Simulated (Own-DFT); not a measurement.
# Computed records: HfO₂ (monoclinic hafnia, atoms displaced)

Computed with Own-DFT development build. A calculation, not a measurement: plane-wave density functional theory by an unreviewed code, no spin, of a simulated periodic cell, stress positive in tension, run twice, with PBE and with PBEsol, both on files made for PBE, so the change isn't that of files made for PBEsol, hafnium file: forces about 75 meV/angstrom off all-electron values; oxygen file: force components 24 meV/angstrom off all-electron in one glass; forces on such cells passed a denser k mesh, this cell's mesh not checked; the far tail of each file's local potential was reset to the Coulomb form; each entry is a single point on an unrelaxed cell, so the pressure reflects the starting lattice, mostly measured values (interpolated for alloys), from which strain is counted, and rises with the displacements; printed positions are rounded, which can move forces by about a meV/angstrom; the program, named Own-DFT, is a retired in-house code; no spin-orbit coupling; stress was not checked against mesh or cutoff.

Settings shared by all entries: functional PBE, then PBEsol; potential files PseudoDojo norm-conserving, scalar-relativistic, standard set; wave cutoff 72 hartree; occupations Fermi-Dirac; smearing width 0.1 eV; k mesh 2 x 2 x 2 centred on Gamma.

(1) HfO₂ (monoclinic hafnia, atoms displaced)

```
HfO2
1.0
     10.2340     0.0000     0.0000
      0.0000    10.3500     0.0000
     -1.6955     0.0000    10.4453
Hf O Hf O Hf O Hf O Hf O Hf O Hf O Hf O
4 8 4 8 4 8 4 8 4 8 4 8 4 8 4 8
Direct
  0.14216 0.03526 0.11577
  0.34693 0.27642 0.14310
  0.35104 0.46792 0.40644
  0.13684 0.24461 0.34297
  0.05242 0.15777 0.16695
  0.46716 0.41160 0.06665
  0.46517 0.32895 0.33726
  0.02168 0.08394 0.42188
  0.22228 0.38154 0.23839
  0.28458 0.12443 0.01685
  0.27410 0.12689 0.26319
  0.22895 0.36638 0.48412
  0.14036 0.01007 0.61395
  0.35777 0.26603 0.63995
  0.35989 0.48079 0.89680
  0.11789 0.22521 0.84886
  0.03476 0.16452 0.66608
  0.45617 0.39873 0.57987
  0.46223 0.32187 0.82929
  0.02162 0.09528 0.93274
  0.22632 0.37719 0.75337
  0.27176 0.13515 0.51614
  0.26001 0.12455 0.75546
  0.23726 0.37198 0.00081
  0.14416 0.53423 0.10352
  0.36434 0.77957 0.14769
  0.36534 0.98586 0.40409
  0.14196 0.72700 0.35746
  0.03047 0.67264 0.16875
  0.46285 0.91561 0.07019
  0.45993 0.84978 0.34287
  0.04146 0.58940 0.41941
  0.21498 0.88624 0.23469
  0.28451 0.62900 0.99506
  0.28143 0.61255 0.25579
  0.22406 0.86814 0.48582
  0.13561 0.52388 0.59728
  0.36643 0.77503 0.65314
  0.35855 0.98014 0.90322
  0.13654 0.72092 0.86137
  0.04477 0.67399 0.66547
  0.45646 0.92044 0.56741
  0.46106 0.82915 0.82407
  0.03755 0.57580 0.92616
  0.22938 0.87335 0.73915
  0.28052 0.63145 0.50325
  0.26100 0.63641 0.76723
  0.20522 0.87229 0.99259
  0.63176 0.01503 0.11093
  0.85285 0.27443 0.14067
  0.87198 0.49713 0.39536
  0.64079 0.23700 0.36197
  0.54966 0.15707 0.17147
  0.97939 0.42498 0.08178
  0.97410 0.33630 0.33804
  0.52508 0.09086 0.42967
  0.72233 0.37046 0.22877
  0.78054 0.12182 0.01602
  0.76327 0.12029 0.25545
  0.71349 0.36461 0.49304
  0.63432 0.99419 0.59586
  0.86129 0.26323 0.65116
  0.86388 0.48223 0.89347
  0.62360 0.23671 0.84162
  0.53614 0.15305 0.67576
  0.95823 0.42085 0.57831
  0.95885 0.33750 0.82135
  0.54475 0.07776 0.93410
  0.73758 0.37987 0.73686
  0.78211 0.12264 0.51586
  0.77854 0.10910 0.75826
  0.73008 0.38063 0.99918
  0.64070 0.51990 0.10317
  0.86362 0.76814 0.14781
  0.85959 0.97406 0.39426
  0.63911 0.73031 0.36782
  0.52908 0.66225 0.17528
  0.96100 0.91265 0.07756
  0.95700 0.83125 0.32256
  0.53041 0.58503 0.42085
  0.71583 0.87613 0.23582
  0.78221 0.63640 0.00965
  0.77265 0.62474 0.26151
  0.71460 0.86008 0.47856
  0.64427 0.52937 0.60291
  0.85130 0.76211 0.66115
  0.86020 0.97933 0.90063
  0.64973 0.74346 0.86118
  0.52824 0.66693 0.66241
  0.96000 0.92552 0.58091
  0.96815 0.82871 0.81933
  0.53750 0.57313 0.92497
  0.72853 0.89050 0.72510
  0.78400 0.63516 0.49650
  0.77155 0.62682 0.75286
  0.73891 0.86961 0.99721
```

* PBE pressure: 9.43 GPa
* PBE stress xx: -9.57 GPa
* PBE stress yy: -9.31 GPa
* PBE stress zz: -9.41 GPa
* PBE stress yz: -0.64 GPa
* PBE stress xz: -0.46 GPa
* PBE stress xy: 2.21 GPa
* PBEsol pressure: 2.94 GPa
* PBEsol stress xx: -3.07 GPa
* PBEsol stress yy: -2.86 GPa
* PBEsol stress zz: -2.9 GPa
* PBEsol stress yz: -0.59 GPa
* PBEsol stress xz: -0.12 GPa
* PBEsol stress xy: 2.14 GPa
* rms change of force components from PBE to PBEsol: 0.065 eV/Å

Force:
```tsv
force element	PBE force x (eV/Å)	PBE force y (eV/Å)	PBE force z (eV/Å)	PBEsol force x (eV/Å)	PBEsol force y (eV/Å)	PBEsol force z (eV/Å)
Hf	3.558	-8.246	-3.653	3.55	-8.06	-3.587
Hf	4.22	-1.416	1.03	4.058	-1.345	0.997
Hf	4.317	2.281	-2.561	4.202	2.172	-2.486
Hf	-0.621	-4.359	2.11	-0.575	-4.264	2.03
O	-7.442	8.156	2.789	-7.252	7.998	2.775
O	0.386	-0.286	1.492	0.354	-0.233	1.393
O	-0.874	0.681	-1.173	-0.861	0.653	-1.157
O	1.612	0.551	-0.656	1.537	0.487	-0.596
O	-0.432	0.412	0.291	-0.369	0.365	0.298
O	-0.601	0.355	-0.654	-0.643	0.333	-0.605
O	1.252	0.417	0.257	1.149	0.431	0.212
O	-2.752	0.355	1.613	-2.606	0.349	1.546
Hf	-1.13	1.062	-2.984	-1.108	1.088	-2.926
Hf	-1.017	-2.173	2.542	-0.995	-2.092	2.485
Hf	0.417	-0.794	-0.334	0.385	-0.814	-0.247
Hf	2.69	0.207	0.262	2.607	0.145	0.181
O	-0.77	0.914	1.236	-0.764	0.901	1.293
O	3.039	3.443	-0.267	2.905	3.345	-0.334
O	-1.19	1.328	-0.285	-1.133	1.275	-0.331
O	0.799	-0.185	-0.605	0.785	-0.193	-0.565
O	-0.325	1.157	-2.011	-0.246	1.118	-1.947
O	-0.559	-1.279	-0.895	-0.568	-1.235	-0.842
O	0.88	-1.22	1.899	0.778	-1.191	1.826
O	-2.207	0.257	-1.447	-2.066	0.273	-1.373
Hf	-0.039	-1.352	0.612	-0.064	-1.312	0.579
Hf	-0.662	-0.95	0.894	-0.641	-0.89	0.884
Hf	-3.485	2.193	-2.544	-3.367	2.092	-2.455
Hf	1.237	3.358	-2.119	1.222	3.246	-2.077
O	2.065	-1.352	0.515	2.02	-1.31	0.542
O	-1.183	-1.511	0.605	-1.179	-1.446	0.55
O	2.036	-3.314	-2.699	1.971	-3.227	-2.649
O	-0.874	-1.365	0.41	-0.867	-1.348	0.458
O	1.025	-1.392	1.223	1.056	-1.349	1.176
O	-0.848	0.849	2.639	-0.908	0.799	2.55
O	-0.805	1.254	0.26	-0.873	1.218	0.25
O	-0.649	0.16	0.963	-0.573	0.151	0.951
Hf	-0.14	-0.107	2.775	-0.178	-0.016	2.684
Hf	-1.81	-0.956	-1.989	-1.773	-0.886	-1.91
Hf	-0.095	1.046	-1.046	-0.088	0.983	-0.959
Hf	-0.036	2.637	-0.715	0.004	2.529	-0.739
O	-1.892	-0.509	-0.329	-1.825	-0.522	-0.253
O	0.214	-1.647	3.356	0.227	-1.589	3.218
O	2.031	0.379	1.55	1.973	0.348	1.449
O	-0.129	0.72	-1.19	-0.118	0.703	-1.097
O	-0.501	1.159	0.95	-0.425	1.134	0.91
O	-0.599	-0.836	1.162	-0.664	-0.838	1.105
O	3.128	-2.763	-2.093	2.983	-2.672	-2.026
O	1.985	-0.575	-0.829	2.019	-0.576	-0.813
Hf	2.651	1.335	-0.359	2.593	1.39	-0.374
Hf	0.94	-1.881	0.241	0.831	-1.783	0.23
Hf	-1.132	-3.078	-0.638	-1.08	-2.999	-0.578
Hf	-0.527	-2.832	-1.441	-0.518	-2.807	-1.423
O	-4.144	3.092	0.883	-3.988	2.988	0.893
O	-1.817	-1.571	-0.189	-1.774	-1.496	-0.247
O	-2.093	1.274	-1.36	-2.008	1.242	-1.37
O	1.887	0.807	-0.219	1.829	0.743	-0.179
O	-0.053	1.184	1.603	0.006	1.126	1.514
O	0.218	1.288	-0.071	0.184	1.238	-0.044
O	2.479	0.076	1.664	2.346	0.083	1.609
O	1.047	2.195	0.68	1.043	2.128	0.667
Hf	-0.083	7.037	-1.895	-0.083	6.921	-1.878
Hf	-0.632	-1.382	-2.762	-0.631	-1.317	-2.672
Hf	-0.344	-0.826	1.841	-0.323	-0.859	1.838
Hf	2.113	-3.312	1.365	2	-3.308	1.268
O	-0.458	0.399	0.02	-0.439	0.442	0.075
O	0.847	0.942	-0.282	0.841	0.949	-0.34
O	0.865	0.047	1.073	0.835	0.011	0.995
O	-1.16	0.302	-2.46	-1.144	0.277	-2.332
O	-2.391	1.331	0.675	-2.262	1.3	0.661
O	-1.333	-0.217	-0.706	-1.339	-0.217	-0.678
O	-0.045	1.688	0.249	-0.068	1.64	0.236
O	0.903	-0.652	-2.035	0.949	-0.605	-1.935
Hf	-1.832	0.449	0.493	-1.793	0.449	0.432
Hf	-0.428	2.098	0.336	-0.406	2.112	0.333
Hf	1.161	2.307	0.144	1.165	2.244	0.18
Hf	-2.167	-1.982	-5.831	-2.079	-1.999	-5.713
O	-0.127	0.786	-0.035	-0.125	0.794	-0.006
O	1.118	0.769	0.055	1.049	0.752	0.009
O	1.238	-0.804	1.301	1.189	-0.803	1.212
O	0.437	-0.605	1.631	0.471	-0.57	1.667
O	0.054	-0.981	1.004	0.116	-0.951	0.986
O	-0.626	-1.181	-1.338	-0.67	-1.147	-1.308
O	0.212	-0.859	-0.149	0.167	-0.827	-0.12
O	0.79	2.708	3.494	0.79	2.659	3.423
Hf	-1.937	-2.664	-1.861	-1.875	-2.546	-1.847
Hf	5.82	2.688	-3.63	5.677	2.672	-3.495
Hf	1.269	1.471	0.65	1.224	1.433	0.688
Hf	-2.87	-1.825	0.502	-2.776	-1.821	0.486
O	1.681	-0.441	0.909	1.657	-0.42	0.904
O	-0.988	-1.762	0.35	-0.943	-1.675	0.287
O	-1.65	0.604	0.884	-1.637	0.541	0.798
O	1.711	2.176	-1.416	1.657	2.092	-1.29
O	-0.394	-4.31	4.411	-0.318	-4.241	4.311
O	-0.68	-0.896	2.692	-0.74	-0.886	2.616
O	-0.572	-1.066	1.543	-0.602	-1.007	1.482
O	-2.182	-0.668	-2.375	-2.057	-0.668	-2.341
```

(2) HfO₂ (monoclinic hafnia, atoms displaced)

```
HfO2
1.0
     10.2340     0.0000     0.0000
      0.0000    10.3500     0.0000
     -1.6955     0.0000    10.4453
Hf O Hf O Hf O Hf O Hf O Hf O Hf O Hf O
4 8 4 8 4 8 4 8 4 8 4 8 4 8 4 8
Direct
  0.14346 0.02204 0.10653
  0.36508 0.27215 0.14459
  0.34796 0.48307 0.39519
  0.14244 0.23904 0.34096
  0.03371 0.17060 0.16713
  0.45895 0.41795 0.07849
  0.46638 0.33838 0.33023
  0.02690 0.08857 0.42026
  0.22140 0.38119 0.23971
  0.26780 0.13414 0.01425
  0.27901 0.10771 0.25162
  0.22474 0.37609 0.49502
  0.13624 0.02244 0.60574
  0.37208 0.25698 0.64087
  0.35602 0.47866 0.89501
  0.13558 0.22589 0.84936
  0.04636 0.15776 0.67690
  0.47199 0.41914 0.57761
  0.46430 0.33910 0.81982
  0.03184 0.08372 0.93098
  0.22774 0.37476 0.73805
  0.28187 0.12678 0.51182
  0.26949 0.12590 0.75537
  0.23311 0.36809 0.98677
  0.13785 0.52568 0.11625
  0.36550 0.77035 0.14570
  0.37025 0.98128 0.39609
  0.15712 0.72626 0.35469
  0.03177 0.65782 0.17992
  0.46115 0.92157 0.06062
  0.46543 0.83623 0.34071
  0.03949 0.57558 0.42769
  0.22082 0.87902 0.24265
  0.27051 0.62153 0.00539
  0.27054 0.61313 0.26455
  0.22979 0.86710 0.49288
  0.15267 0.52948 0.59921
  0.37043 0.76525 0.64700
  0.37656 0.99131 0.88543
  0.13578 0.73717 0.85818
  0.02929 0.66898 0.67121
  0.45382 0.91281 0.58040
  0.47047 0.83391 0.82733
  0.03048 0.58417 0.92300
  0.22147 0.87717 0.74493
  0.28351 0.62471 0.50741
  0.27032 0.63083 0.75939
  0.22657 0.87319 0.98524
  0.64823 0.03003 0.10781
  0.85762 0.26304 0.14551
  0.85429 0.48845 0.39841
  0.63840 0.23034 0.34752
  0.53617 0.16944 0.17758
  0.97504 0.42015 0.08763
  0.96152 0.34863 0.34137
  0.54261 0.06116 0.42588
  0.72951 0.39462 0.23366
  0.77116 0.13127 0.01610
  0.78965 0.10766 0.26934
  0.74598 0.37544 0.49338
  0.64077 0.00793 0.59367
  0.84890 0.27709 0.65015
  0.86002 0.47113 0.89417
  0.62623 0.23315 0.85260
  0.52753 0.16283 0.68263
  0.96787 0.42199 0.57661
  0.97990 0.32723 0.81871
  0.51993 0.08729 0.92488
  0.71763 0.37302 0.73429
  0.77772 0.13258 0.51991
  0.77501 0.11641 0.75727
  0.72751 0.36692 0.98692
  0.62946 0.51939 0.09875
  0.85805 0.77676 0.13773
  0.86255 0.97941 0.39826
  0.64365 0.73226 0.35611
  0.54427 0.66007 0.17229
  0.95961 0.91508 0.07772
  0.97849 0.83414 0.32174
  0.53016 0.57961 0.41950
  0.72046 0.87041 0.24029
  0.77768 0.62679 0.00705
  0.78141 0.61285 0.26344
  0.73662 0.86506 0.49872
  0.64163 0.51887 0.60156
  0.86737 0.77231 0.63870
  0.86840 0.98401 0.89677
  0.64025 0.72480 0.85242
  0.54115 0.66545 0.68078
  0.95611 0.91062 0.57164
  0.95789 0.84193 0.81839
  0.54188 0.58147 0.91559
  0.73391 0.87394 0.73102
  0.78485 0.64393 0.51569
  0.78531 0.62171 0.74796
  0.71244 0.87703 0.98422
```

* PBE pressure: 7.73 GPa
* PBE stress xx: -7.01 GPa
* PBE stress yy: -8.25 GPa
* PBE stress zz: -7.95 GPa
* PBE stress yz: 0.03 GPa
* PBE stress xz: -0.51 GPa
* PBE stress xy: -0.4 GPa
* PBEsol pressure: 1.26 GPa
* PBEsol stress xx: -0.53 GPa
* PBEsol stress yy: -1.8 GPa
* PBEsol stress zz: -1.43 GPa
* PBEsol stress yz: 0.03 GPa
* PBEsol stress xz: -0.14 GPa
* PBEsol stress xy: -0.38 GPa
* rms change of force components from PBE to PBEsol: 0.058 eV/Å

Force:
```tsv
force element	PBE force x (eV/Å)	PBE force y (eV/Å)	PBE force z (eV/Å)	PBEsol force x (eV/Å)	PBEsol force y (eV/Å)	PBEsol force z (eV/Å)
Hf	-0.441	-1.056	-1.049	-0.399	-0.963	-1.048
Hf	-1.734	0.058	-0.736	-1.697	0.106	-0.719
Hf	3.172	-1.87	1.738	3.077	-1.842	1.727
Hf	-3.256	-0.945	2.687	-3.194	-0.929	2.586
O	0.146	0.135	0.721	0.145	0.149	0.757
O	1.031	0.145	-0.101	0.997	0.148	-0.147
O	0.571	-1.352	-0.169	0.562	-1.341	-0.23
O	1.444	0.568	0.155	1.386	0.509	0.196
O	0.861	-1.08	0.166	0.876	-1.055	0.183
O	1.057	-0.377	-0.32	0.963	-0.363	-0.289
O	0.038	2.114	1.043	-0.039	2.061	0.997
O	0.641	-1.131	-1.643	0.685	-1.051	-1.63
Hf	0.298	-1.897	-1.16	0.302	-1.789	-1.127
Hf	-3.719	3.977	-0.011	-3.645	3.91	0.046
Hf	-0.731	0.267	-1.657	-0.748	0.197	-1.587
Hf	2.07	0.111	0.824	2.031	0.073	0.76
O	-2.926	0.977	-0.545	-2.796	0.945	-0.47
O	-0.654	-0.964	0.003	-0.629	-0.918	-0.031
O	0.677	-0.248	1.128	0.678	-0.291	1.067
O	0.507	0.56	-0.24	0.499	0.511	-0.189
O	0.342	0.915	0.14	0.391	0.892	0.16
O	-0.315	-0.108	-1.422	-0.346	-0.114	-1.349
O	2.02	-0.696	0.424	1.922	-0.667	0.399
O	-0.604	-0.005	0.56	-0.492	-0.005	0.54
Hf	-1.14	-0.311	-3.736	-1.146	-0.258	-3.652
Hf	0.448	1.231	-1.532	0.424	1.262	-1.492
Hf	-4.145	-0.743	0.695	-4.045	-0.799	0.713
Hf	-5.123	1.957	0.996	-4.993	1.886	0.945
O	-0.062	1.137	-0.236	-0.013	1.104	-0.199
O	0.427	-1.122	3.177	0.399	-1.075	3.036
O	1.119	-2.279	-2.199	1.089	-2.212	-2.183
O	1.576	2.086	-0.903	1.559	2.004	-0.811
O	1.351	-1.088	-0.834	1.379	-1.075	-0.808
O	0.826	1.486	1.717	0.751	1.441	1.673
O	1.994	1.222	-1.445	1.862	1.183	-1.382
O	-0.192	-0.359	-0.62	-0.108	-0.372	-0.623
Hf	-4.74	-2.027	2.228	-4.629	-1.96	2.128
Hf	-1.877	0.684	1.205	-1.828	0.726	1.208
Hf	-6.483	-5.102	-0.877	-6.343	-5.07	-0.803
Hf	-0.888	-0.852	-1.654	-0.836	-0.86	-1.658
O	2.333	-0.802	0.399	2.27	-0.747	0.425
O	2.584	1.804	0.05	2.519	1.765	-0.018
O	-0.031	0.147	-0.388	-0.031	0.135	-0.431
O	-0.231	-0.128	0.311	-0.224	-0.142	0.346
O	0.473	0.763	-1.222	0.502	0.732	-1.194
O	0.893	1.025	0.144	0.801	0.968	0.116
O	0.882	-1.021	0.327	0.805	-0.988	0.304
O	-0.277	0.065	1.641	-0.231	0.049	1.602
Hf	-1.903	-3.718	-0.688	-1.831	-3.605	-0.71
Hf	2.123	3.718	1.365	2.079	3.671	1.328
Hf	3.553	0.053	0.924	3.487	-0.018	0.914
Hf	0.131	1.188	2.151	0.102	1.127	2.045
O	1.093	-0.551	-0.292	1.085	-0.512	-0.23
O	-2.167	-1.988	-1.049	-2.113	-1.918	-1.061
O	2.002	-3.158	-2.249	1.95	-3.066	-2.225
O	1.712	3.158	-1.982	1.655	3.039	-1.87
O	-1.188	-3.626	0.378	-1.102	-3.536	0.368
O	-0.178	-0.189	-0.642	-0.24	-0.187	-0.576
O	-2.098	3.029	-2.586	-2.106	2.962	-2.544
O	-3.858	-1.03	-0.653	-3.694	-0.982	-0.602
Hf	0.666	-0.363	3.946	0.695	-0.352	3.821
Hf	4.776	-0.895	-1.332	4.63	-0.82	-1.298
Hf	2.581	2.316	0.291	2.519	2.265	0.321
Hf	0.972	-0.438	-0.132	0.917	-0.44	-0.18
O	3.043	-2.5	-0.702	2.949	-2.373	-0.625
O	-0.171	-0.668	1.674	-0.2	-0.629	1.57
O	-4.007	2.419	0.715	-3.922	2.325	0.637
O	6.228	4.691	1.457	6.114	4.568	1.45
O	-0.461	0.465	1.269	-0.382	0.437	1.223
O	-0.902	-0.356	-1.684	-0.94	-0.355	-1.637
O	-0.767	0.813	0.829	-0.787	0.804	0.796
O	-0.133	-0.212	0.021	-0.062	-0.205	0.008
Hf	2.298	0.318	0.001	2.243	0.366	-0.005
Hf	0.659	-2.161	2.028	0.644	-2.055	2.013
Hf	2.922	-2.518	1.004	2.882	-2.496	1.011
Hf	0.187	-1.704	0.475	0.214	-1.698	0.444
O	-2.387	2.261	0.436	-2.314	2.204	0.463
O	0.867	0.816	-0.26	0.816	0.8	-0.299
O	-1.53	0.664	0.073	-1.511	0.632	0.02
O	1.176	0.998	0.049	1.151	0.961	0.105
O	-0.025	1.129	-0.401	0.04	1.089	-0.387
O	-0.024	0.118	0.025	-0.082	0.115	0.017
O	-1.164	2.933	-1.164	-1.208	2.849	-1.114
O	-2.719	1.599	-2.845	-2.602	1.579	-2.76
Hf	-0.308	1.493	-0.364	-0.308	1.488	-0.364
Hf	-0.218	-1.027	3.042	-0.247	-0.957	2.988
Hf	-1.09	-1.491	-1.635	-1.036	-1.513	-1.584
Hf	1.575	1.277	-0.322	1.514	1.199	-0.347
O	-0.096	-0.742	-1.559	-0.094	-0.697	-1.464
O	3.487	3.113	-0.315	3.372	3.055	-0.35
O	1.548	-0.046	1.91	1.495	-0.051	1.829
O	-1.492	-1.196	0.643	-1.434	-1.169	0.684
O	-2.184	0.771	0.64	-2.06	0.747	0.592
O	-2.115	-2.981	-3.026	-2.117	-2.908	-2.954
O	-1.307	-2.031	2.033	-1.343	-1.983	1.971
O	0.676	0.38	0.723	0.717	0.375	0.726
```
